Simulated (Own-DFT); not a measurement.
GaN (wurtzite, atoms displaced) (calculated)

A calculation, not a measurement: plane-wave PBE density functional theory by an unreviewed code, no spin, of a simulated periodic cell, stress positive in tension, free energy of the whole cell less one offset for each atom, forces on such cells passed a denser k mesh, this cell's mesh not checked; offsets are fitted by least squares, one for each functional and potential file, so energies compare only between cells with the same atoms and settings and are not formation energies; the far tail of each file's local potential was reset to the Coulomb form; each entry is a single point on an unrelaxed cell, so the pressure reflects the starting lattice, mostly measured values (interpolated for alloys), from which strain is counted, and rises with the displacements; printed positions are rounded, which can move forces by about a meV/angstrom; the program, named Own-DFT, is a retired in-house code; no spin-orbit coupling. Program: Own-DFT development build.

Common to all runs: functional PBE; potential files PseudoDojo norm-conserving, scalar-relativistic, standard set with the stringent files for Ga; wave cutoff 96 hartree; occupations Gaussian; smearing width 0.01 eV; k mesh 3 x 4 x 3 centred on Gamma.

(1) GaN (wurtzite, atoms displaced)

```cif
# cell vector a (Å): 12.7560 0.0000 0.0000
# cell vector b (Å): -4.7835 8.2853 0.0000
# cell vector c (Å): 0.0000 0.0000 10.3700
data_GaN
_symmetry_space_group_name_H-M 'P 1'
_symmetry_Int_Tables_number 1
_cell_length_a 12.7560
_cell_length_b 9.5670
_cell_length_c 10.3700
_cell_angle_alpha 90.000
_cell_angle_beta 90.000
_cell_angle_gamma 120.000
_cell_volume 1095.98
loop_
_atom_site_label
_atom_site_type_symbol
_atom_site_fract_x
_atom_site_fract_y
_atom_site_fract_z
_atom_site_occupancy
Ga1 Ga 0.08427 0.22466 0.99945 1
Ga2 Ga 0.16497 0.10155 0.24840 1
N1 N 0.08826 0.21792 0.17946 1
N2 N 0.16626 0.11648 0.43866 1
Ga3 Ga 0.08049 0.21436 0.50143 1
Ga4 Ga 0.16422 0.11701 0.74183 1
N3 N 0.08144 0.21537 0.68574 1
N4 N 0.17219 0.12125 0.93845 1
Ga5 Ga 0.07656 0.55475 0.99565 1
Ga6 Ga 0.16556 0.44543 0.24244 1
N5 N 0.08709 0.55986 0.19118 1
N6 N 0.16967 0.45485 0.43874 1
Ga7 Ga 0.09425 0.56593 0.50365 1
Ga8 Ga 0.16436 0.44986 0.75044 1
N7 N 0.08003 0.56085 0.68861 1
N8 N 0.16332 0.43984 0.93939 1
Ga9 Ga 0.07452 0.88325 0.00054 1
Ga10 Ga 0.16831 0.77362 0.24720 1
N9 N 0.08323 0.90418 0.18974 1
N10 N 0.17142 0.78050 0.44423 1
Ga11 Ga 0.08166 0.89122 0.50244 1
Ga12 Ga 0.17081 0.77986 0.75033 1
N11 N 0.08513 0.90026 0.68314 1
N12 N 0.16332 0.77792 0.93899 1
Ga13 Ga 0.33035 0.22350 0.99601 1
Ga14 Ga 0.42190 0.10755 0.25807 1
N13 N 0.33338 0.21556 0.18327 1
N14 N 0.41874 0.11728 0.44826 1
Ga15 Ga 0.33234 0.22238 0.49763 1
Ga16 Ga 0.41568 0.12012 0.74392 1
N15 N 0.33470 0.22408 0.69265 1
N16 N 0.41216 0.11114 0.93667 1
Ga17 Ga 0.32980 0.53195 0.00019 1
Ga18 Ga 0.42896 0.45061 0.24391 1
N17 N 0.33440 0.55171 0.18918 1
N18 N 0.42133 0.44667 0.43554 1
Ga19 Ga 0.33037 0.55705 0.50723 1
Ga20 Ga 0.42135 0.44960 0.74853 1
N19 N 0.33318 0.55215 0.68770 1
N20 N 0.41744 0.44227 0.94004 1
Ga21 Ga 0.33016 0.87811 0.99565 1
Ga22 Ga 0.42313 0.78930 0.25454 1
N21 N 0.33127 0.88920 0.18410 1
N22 N 0.42151 0.78213 0.43426 1
Ga23 Ga 0.33458 0.88830 0.50539 1
Ga24 Ga 0.42460 0.79047 0.75115 1
N23 N 0.33832 0.90185 0.67738 1
N24 N 0.42709 0.79058 0.93307 1
Ga25 Ga 0.58072 0.21163 0.00037 1
Ga26 Ga 0.66640 0.10837 0.25189 1
N25 N 0.58173 0.21404 0.19344 1
N26 N 0.66892 0.11411 0.44024 1
Ga27 Ga 0.58661 0.21816 0.50448 1
Ga28 Ga 0.66762 0.11243 0.75573 1
N27 N 0.58284 0.20427 0.69361 1
N28 N 0.67135 0.10758 0.92727 1
Ga29 Ga 0.58516 0.55755 0.99257 1
Ga30 Ga 0.66786 0.44473 0.24438 1
N29 N 0.58233 0.55621 0.18659 1
N30 N 0.67388 0.45215 0.43753 1
Ga31 Ga 0.58825 0.55938 0.49776 1
Ga32 Ga 0.66325 0.43898 0.75195 1
N31 N 0.58715 0.55499 0.68562 1
N32 N 0.66728 0.44427 0.93784 1
Ga33 Ga 0.58596 0.89063 0.00374 1
Ga34 Ga 0.67113 0.77732 0.24855 1
N33 N 0.58870 0.89625 0.18396 1
N34 N 0.66880 0.78428 0.43629 1
Ga35 Ga 0.58603 0.88143 0.50207 1
Ga36 Ga 0.66744 0.77848 0.75025 1
N35 N 0.58595 0.89145 0.69324 1
N36 N 0.66330 0.78185 0.93741 1
Ga37 Ga 0.84026 0.23398 0.00153 1
Ga38 Ga 0.91845 0.11168 0.25867 1
N37 N 0.83008 0.22245 0.18878 1
N38 N 0.91029 0.10037 0.43865 1
Ga39 Ga 0.82980 0.22309 0.49969 1
Ga40 Ga 0.91318 0.11389 0.74727 1
N39 N 0.83447 0.22458 0.68278 1
N40 N 0.92286 0.12345 0.93318 1
Ga41 Ga 0.83614 0.56787 0.99964 1
Ga42 Ga 0.91848 0.44601 0.25901 1
N41 N 0.83564 0.55576 0.19047 1
N42 N 0.91931 0.45557 0.43542 1
Ga43 Ga 0.84084 0.57196 0.49612 1
Ga44 Ga 0.91645 0.43736 0.74887 1
N43 N 0.83955 0.56306 0.68928 1
N44 N 0.91275 0.44078 0.93985 1
Ga45 Ga 0.82828 0.89755 0.99582 1
Ga46 Ga 0.91343 0.77781 0.24826 1
N45 N 0.83587 0.89373 0.18761 1
N46 N 0.91895 0.78283 0.43744 1
Ga47 Ga 0.83300 0.89596 0.49685 1
Ga48 Ga 0.91336 0.77261 0.75041 1
N47 N 0.83083 0.88435 0.68588 1
N48 N 0.91718 0.77532 0.94365 1
```

Results for GaN (wurtzite, atoms displaced): free energy of cell above offsets -5.187 eV; pressure 7.02 GPa; stress xx -6.93 GPa; stress yy -6.42 GPa; stress zz -7.71 GPa; stress yz -0.25 GPa; stress xz -0.16 GPa; stress xy -0.12 GPa.

Force:
```csv
element,x (eV/Å),y (eV/Å),z (eV/Å)
Ga,0.437,-0.87,-0.52
Ga,0.667,3.866,0.8
N,-1.542,0.591,2.111
N,0.593,-0.763,-0.382
Ga,-0.602,1.526,-0.547
Ga,1.608,-0.446,1.915
N,-1.813,1.781,-0.02
N,-1.409,-1.731,-1.11
Ga,1.131,0.13,0.831
Ga,1.241,-0.544,0.924
N,-1.067,-0.885,-1.198
N,0.181,-1.736,-0.379
Ga,-1.526,-0.902,-0.591
Ga,0.658,-0.753,-0.133
N,1.045,-0.281,0.405
N,-0.222,1.307,-0.522
Ga,1.669,2.361,0.332
Ga,-0.765,1.45,0.907
N,0.648,-4.813,-1.024
N,-0.845,0.714,-1.172
Ga,0.825,0.161,-0.902
Ga,-0.831,1.131,-0.41
N,0.297,-1.542,1.457
N,0.052,-0.281,-0.306
Ga,1.37,-0.917,0.932
Ga,-1.871,0.211,-0.623
N,0.444,0.687,1.135
N,0.677,-0.755,-0.967
Ga,-0.098,0.946,0.33
Ga,1.099,-0.991,1.38
N,-1.09,1.024,-1.238
N,0.925,-0.403,-0.322
Ga,-1.61,2.627,0.686
Ga,-2.929,-2.221,1.238
N,0.136,0.835,-0.352
N,-0.496,0.275,0.395
Ga,1.287,-0.14,-1.985
Ga,-0.25,-0.546,-0.024
N,-0.514,1.02,1.119
N,1.082,0.303,-1.254
Ga,0.011,1.374,0.26
Ga,-0.28,-1.399,-1.709
N,0.834,-0.12,0.586
N,-0.186,-0.143,1.538
Ga,0.331,0.538,-2.564
Ga,-0.874,-0.789,-0.442
N,0.088,-1.439,3.474
N,-0.861,-1.719,0.748
Ga,-0.379,0.211,-0.273
Ga,0.361,0.587,0.274
N,0.29,1.034,-0.92
N,-0.019,-1.15,-0.319
Ga,-0.635,1.096,-0.082
Ga,1.256,-0.655,-1.931
N,-1.685,2.584,-0.967
N,-0.074,0.774,3.807
Ga,-0.037,-0.144,0.816
Ga,0.104,-0.433,0.782
N,2.275,1.132,-1.149
N,-0.242,-0.739,-0.057
Ga,-0.242,-0.564,-0.248
Ga,1.133,-0.073,-0.724
N,-0.397,0.168,0.486
N,0.138,-0.22,0.484
Ga,-0.679,0.564,-0.878
Ga,-0.789,0.381,-0.182
N,0.107,-1.051,1.157
N,0.786,-0.964,-0.332
Ga,-1.384,1.307,0.419
Ga,-0.051,-0.144,-0.251
N,0.671,-0.249,-1.313
N,1.164,-0.695,-0.125
Ga,-0.563,-2.028,0.416
Ga,0.097,0.584,-2.163
N,1.125,0.344,0.387
N,0.106,2.989,0.258
Ga,0.73,1.018,-0.593
Ga,0.912,-0.675,-0.116
N,-0.261,-0.362,0.47
N,-0.698,-1.132,0.304
Ga,0.032,-2.603,0.671
Ga,0.045,-0.157,-1.792
N,-0.207,0.225,-0.647
N,0.898,-0.74,1.99
Ga,-0.123,-1.693,0.877
Ga,-1.052,1.141,0.095
N,-0.397,-1.859,-0.284
N,-0.334,1.613,-0.847
Ga,1.191,0.231,0.408
Ga,0.761,0.362,0.154
N,-0.404,-0.191,-0.449
N,-0.536,1.046,-0.5
Ga,0.67,-2.316,1.066
Ga,0.523,1.513,0.085
N,-0.012,0.726,0.397
N,-1.834,1.474,-1.467
```

(2) GaN (wurtzite, atoms displaced)

```cif
# cell vector a (Å): 12.7560 0.0000 0.0000
# cell vector b (Å): -4.7835 8.2853 0.0000
# cell vector c (Å): 0.0000 0.0000 10.3700
data_GaN
_symmetry_space_group_name_H-M 'P 1'
_symmetry_Int_Tables_number 1
_cell_length_a 12.7560
_cell_length_b 9.5670
_cell_length_c 10.3700
_cell_angle_alpha 90.000
_cell_angle_beta 90.000
_cell_angle_gamma 120.000
_cell_volume 1095.98
loop_
_atom_site_label
_atom_site_type_symbol
_atom_site_fract_x
_atom_site_fract_y
_atom_site_fract_z
_atom_site_occupancy
Ga1 Ga 0.08989 0.23215 0.99417 1
Ga2 Ga 0.16089 0.11681 0.25404 1
N1 N 0.08527 0.21637 0.18050 1
N2 N 0.16641 0.10571 0.43294 1
Ga3 Ga 0.07941 0.21408 0.49740 1
Ga4 Ga 0.16273 0.10591 0.74949 1
N3 N 0.08817 0.22361 0.68293 1
N4 N 0.17121 0.11741 0.94476 1
Ga5 Ga 0.08574 0.55979 0.99609 1
Ga6 Ga 0.17023 0.44043 0.25081 1
N5 N 0.08716 0.55387 0.19615 1
N6 N 0.16403 0.44703 0.44182 1
Ga7 Ga 0.08593 0.55431 0.49627 1
Ga8 Ga 0.17434 0.45408 0.75289 1
N7 N 0.08766 0.55979 0.68220 1
N8 N 0.16690 0.44834 0.94714 1
Ga9 Ga 0.08559 0.89245 0.00731 1
Ga10 Ga 0.16437 0.78391 0.24395 1
N9 N 0.08208 0.88949 0.17829 1
N10 N 0.17176 0.78195 0.43438 1
Ga11 Ga 0.08696 0.88054 0.50149 1
Ga12 Ga 0.15925 0.77210 0.75040 1
N11 N 0.08379 0.88401 0.69478 1
N12 N 0.16455 0.77283 0.94204 1
Ga13 Ga 0.33333 0.22261 0.99877 1
Ga14 Ga 0.40942 0.10550 0.25689 1
N13 N 0.33778 0.22916 0.18729 1
N14 N 0.42014 0.10828 0.44093 1
Ga15 Ga 0.32890 0.21384 0.50198 1
Ga16 Ga 0.42252 0.10823 0.74971 1
N15 N 0.33840 0.22793 0.67932 1
N16 N 0.41169 0.11285 0.93003 1
Ga17 Ga 0.33363 0.56370 0.00762 1
Ga18 Ga 0.41294 0.44077 0.25527 1
N17 N 0.33412 0.56404 0.18490 1
N18 N 0.41216 0.45223 0.44614 1
Ga19 Ga 0.34097 0.55279 0.50144 1
Ga20 Ga 0.42421 0.45123 0.74166 1
N19 N 0.32873 0.55503 0.69433 1
N20 N 0.40748 0.43335 0.93915 1
Ga21 Ga 0.32702 0.88519 0.99878 1
Ga22 Ga 0.41809 0.77391 0.25044 1
N21 N 0.33469 0.89870 0.19363 1
N22 N 0.41889 0.78108 0.43377 1
Ga23 Ga 0.32462 0.89292 0.50036 1
Ga24 Ga 0.41617 0.78363 0.75880 1
N23 N 0.33955 0.88953 0.69648 1
N24 N 0.41778 0.77472 0.94061 1
Ga25 Ga 0.59062 0.23212 0.99690 1
Ga26 Ga 0.67080 0.10592 0.24956 1
N25 N 0.58581 0.22798 0.18774 1
N26 N 0.66698 0.10882 0.44986 1
Ga27 Ga 0.58154 0.21585 0.50365 1
Ga28 Ga 0.66504 0.11004 0.75828 1
N27 N 0.58767 0.21606 0.69158 1
N28 N 0.66310 0.11961 0.94454 1
Ga29 Ga 0.57852 0.54454 0.99412 1
Ga30 Ga 0.65944 0.43852 0.25044 1
N29 N 0.58564 0.55815 0.19347 1
N30 N 0.66582 0.44467 0.44148 1
Ga31 Ga 0.58142 0.55188 0.50092 1
Ga32 Ga 0.66352 0.44968 0.74394 1
N31 N 0.58734 0.56395 0.68425 1
N32 N 0.66144 0.43198 0.93978 1
Ga33 Ga 0.59115 0.89732 0.99683 1
Ga34 Ga 0.66676 0.78459 0.24394 1
N33 N 0.58694 0.90232 0.18783 1
N34 N 0.67559 0.78657 0.42542 1
Ga35 Ga 0.59301 0.89251 0.50114 1
Ga36 Ga 0.66368 0.77960 0.74482 1
N35 N 0.58229 0.89343 0.67839 1
N36 N 0.66448 0.77397 0.94524 1
Ga37 Ga 0.84055 0.22541 0.99248 1
Ga38 Ga 0.91408 0.09633 0.25269 1
N37 N 0.83118 0.22692 0.18671 1
N38 N 0.91465 0.09982 0.43919 1
Ga39 Ga 0.82571 0.21077 0.49370 1
Ga40 Ga 0.91712 0.12230 0.74647 1
N39 N 0.83538 0.23001 0.67737 1
N40 N 0.91678 0.10888 0.94273 1
Ga41 Ga 0.83044 0.56373 0.00014 1
Ga42 Ga 0.91950 0.44060 0.24956 1
N41 N 0.82964 0.55399 0.18800 1
N42 N 0.91583 0.44852 0.44161 1
Ga43 Ga 0.83528 0.55720 0.49938 1
Ga44 Ga 0.91643 0.43548 0.73892 1
N43 N 0.83506 0.56516 0.69565 1
N44 N 0.91479 0.44394 0.93315 1
Ga45 Ga 0.83056 0.89189 0.00143 1
Ga46 Ga 0.91958 0.78261 0.23675 1
N45 N 0.82863 0.88204 0.18309 1
N46 N 0.92001 0.77261 0.44464 1
Ga47 Ga 0.83906 0.89003 0.50171 1
Ga48 Ga 0.91460 0.77628 0.75393 1
N47 N 0.83658 0.88790 0.69464 1
N48 N 0.91510 0.78418 0.94561 1
```

Results for GaN (wurtzite, atoms displaced): free energy of cell above offsets -3.685 eV; pressure 7.37 GPa; stress xx -6.47 GPa; stress yy -8.76 GPa; stress zz -6.89 GPa; stress yz -0.44 GPa; stress xz -0.01 GPa; stress xy 1.03 GPa.

Force:
```csv
element,x (eV/Å),y (eV/Å),z (eV/Å)
Ga,-0.258,-1.434,0.461
Ga,2.432,-0.847,-1.382
N,-1.809,0.874,0.89
N,-0.33,-0.137,1.243
Ga,0.425,1.229,0.153
Ga,1.011,0.876,0.573
N,-0.858,0.128,1.03
N,-0.848,-1.137,-1.443
Ga,-1.175,-1.338,1.399
Ga,-0.847,0.281,0.313
N,-0.44,0.43,-1.144
N,2.003,-1.43,-0.834
Ga,-1.004,0.48,-0.09
Ga,-1.338,-1.389,0.118
N,-0.192,-0.719,0.768
N,0.289,0.508,-1.502
Ga,-0.386,0.2,-3.376
Ga,1.067,-0.82,0.501
N,0.127,0.719,3.314
N,-1.179,-1.053,-0.259
Ga,-1.28,0.351,0.194
Ga,1.735,0.432,0.634
N,-0.73,0.678,-0.915
N,-0.706,0.91,-0.723
Ga,0.598,-0.375,0.477
Ga,1.174,1.943,-1.012
N,-0.861,-1.032,0.79
N,-1.206,0.649,0.194
Ga,0.378,0.869,-1.05
Ga,-1.278,0.704,-0.327
N,-0.023,-0.758,1.788
N,1.16,-0.543,1.519
Ga,1.026,-1.222,-1.676
Ga,0.608,1.202,-0.581
N,0.658,-1.332,1.469
N,3.893,-2.917,-1.842
Ga,-4.828,2.875,1.386
Ga,-1.748,-1.037,1.401
N,2.339,1.312,-0.904
N,0.417,2.301,-0.955
Ga,1.225,1.452,0.505
Ga,-0.656,1.721,0.287
N,0.144,-1.991,-1.365
N,0.086,-0.169,1.289
Ga,3.344,-0.671,0.898
Ga,1.14,-1.164,-1.235
N,-2.274,-0.21,-1.434
N,-0.154,1.282,0.564
Ga,-2.302,-2.643,2.149
Ga,-1.73,2.374,0.831
N,-0.177,-1.694,0.289
N,-0.863,0.071,-2.322
Ga,0.404,0.85,-0.062
Ga,0.914,0.066,-0.877
N,-1.126,1.536,-0.432
N,2.687,-1.338,-1.262
Ga,-0.713,0.265,1.356
Ga,0.877,0.88,0.389
N,-1.265,-0.097,-0.846
N,-0.006,-0.633,0.255
Ga,0.298,1.082,-1.626
Ga,1.692,-0.979,0.82
N,-0.277,-0.276,0.274
N,-0.279,3.848,-1.886
Ga,-1.121,-0.552,0.829
Ga,-0.187,-1.136,-0.132
N,0.064,-2.389,-0.887
N,-0.229,-0.841,2.243
Ga,-1.267,-1.34,-1.674
Ga,0.524,1.062,0.99
N,0.486,-0.465,2.852
N,-0.13,-0.039,-1.502
Ga,-1.288,0.457,1.315
Ga,-0.576,1.581,-1.057
N,1.777,-1.12,-0.053
N,-0.305,1.418,-0.513
Ga,1.498,1.977,0.028
Ga,1.047,-1.053,0.275
N,-0.1,-2.173,1.059
N,0.269,0.784,-1.368
Ga,0.792,-1.18,-0.019
Ga,-0.942,0.975,0.222
N,0.62,0.209,0.167
N,0.883,-1.183,-0.445
Ga,-0.684,-0.437,0.593
Ga,-0.682,2.663,1.215
N,0.246,-1.877,-1.028
N,0.259,0.585,-0.119
Ga,0.354,-0.352,-0.769
Ga,-0.381,-1.668,1.657
N,0.424,0.908,0.676
N,-0.21,1.363,-1.42
Ga,0.002,-1.8,0.41
Ga,0.433,0.714,0.757
N,-1.29,0.982,-0.727
N,0.708,-0.066,-0.736
```
